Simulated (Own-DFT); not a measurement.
# Response to strain: grey tin, 64 atoms (Sn64)

These are calculations, not measurements. They come from Own-DFT, an in-house plane-wave density functional program, since retired, whose code no person has reviewed. Each row is one single-point run on a periodic cell that was not relaxed, without spin or spin-orbit coupling.

Settings of every run: PBE; PseudoDojo norm-conserving scalar-relativistic files; cutoff 42 hartree; 3 x 3 x 3 k mesh centred on Gamma; cold (Marzari-Vanderbilt) smearing of 0.2 eV.

Known limits: forces on such cells moved up to 12 meV/angstrom on a denser k mesh; stress not checked against mesh or cutoff.

Unstrained cell vectors in Å: (12.978, 0.000, 0.000); (0.000, 12.978, 0.000); (0.000, 0.000, 12.978). The unstrained cell has measured lattice constants (interpolated for alloys), not those of this functional. That, the random moves and any unrelaxed bonds set the pressure at no strain. Each run strains this cell uniformly, with the atoms carried along. Every atom was also moved at random, by a Gaussian of width 0.05 Å on each axis. Strain is the symmetric tensor, in per cent. Stress is positive in tension, and the pressure is minus a third of its trace.

```
run  e_xx (%)  e_yy (%)  e_zz (%)  s_xx (GPa)  s_yy (GPa)  s_zz (GPa)  P (GPa)  E (meV/atom)
  1     -2.50     -2.50      0.00       -6.84       -6.84       -6.05     6.57          68.0
  2     -0.50     -0.50      0.00       -4.14       -4.11       -3.94     4.06          14.4
  3      0.75      0.75      0.00       -2.77       -2.76       -2.96     2.83           0.0
  4     -2.50     -2.50      0.00       -6.77       -6.77       -6.09     6.54          66.6
  5     -1.00     -1.00      0.00       -4.82       -4.77       -4.46     4.69          29.6
  6      0.25      0.25      0.00       -3.35       -3.43       -3.48     3.42          15.9
  7      0.75      0.75      0.00       -2.87       -2.89       -3.07     2.94          10.3
  8     -1.50     -1.50      0.00       -5.49       -5.50       -5.07     5.35          47.4
  9     -1.00     -1.00      0.00       -4.85       -4.84       -4.50     4.73          33.6
 10     -1.50     -1.50      0.00       -5.47       -5.50       -5.04     5.34          47.1
 11     -0.50     -0.50      0.00       -4.24       -4.27       -4.14     4.22          27.2
 12      0.25      0.25      0.00       -3.29       -3.33       -3.42     3.34           7.9
 13     -2.00     -2.00      0.00           ?           ?           ?        ?             ?
```

E is the free energy for each atom above the lowest run shown.

## Worked fit

The change of volume is close to e_xx + e_yy + e_zz. A straight line through the runs shown gives P = 3.66 - 57 x (fractional change of volume) GPa, with an error of 1 on the slope and a scatter of 0.09 GPa. The strain isn't the same on all axes, but the crystal is cubic, so the slope still estimates the bulk modulus, averaged over pressures from 2.8 to 6.6 GPa.

## Withheld run

Question: what pressure should run 13 give? Its volume changes by -3.96 %.

The line gives 5.9 GPa. The calculation gave 5.89 GPa.
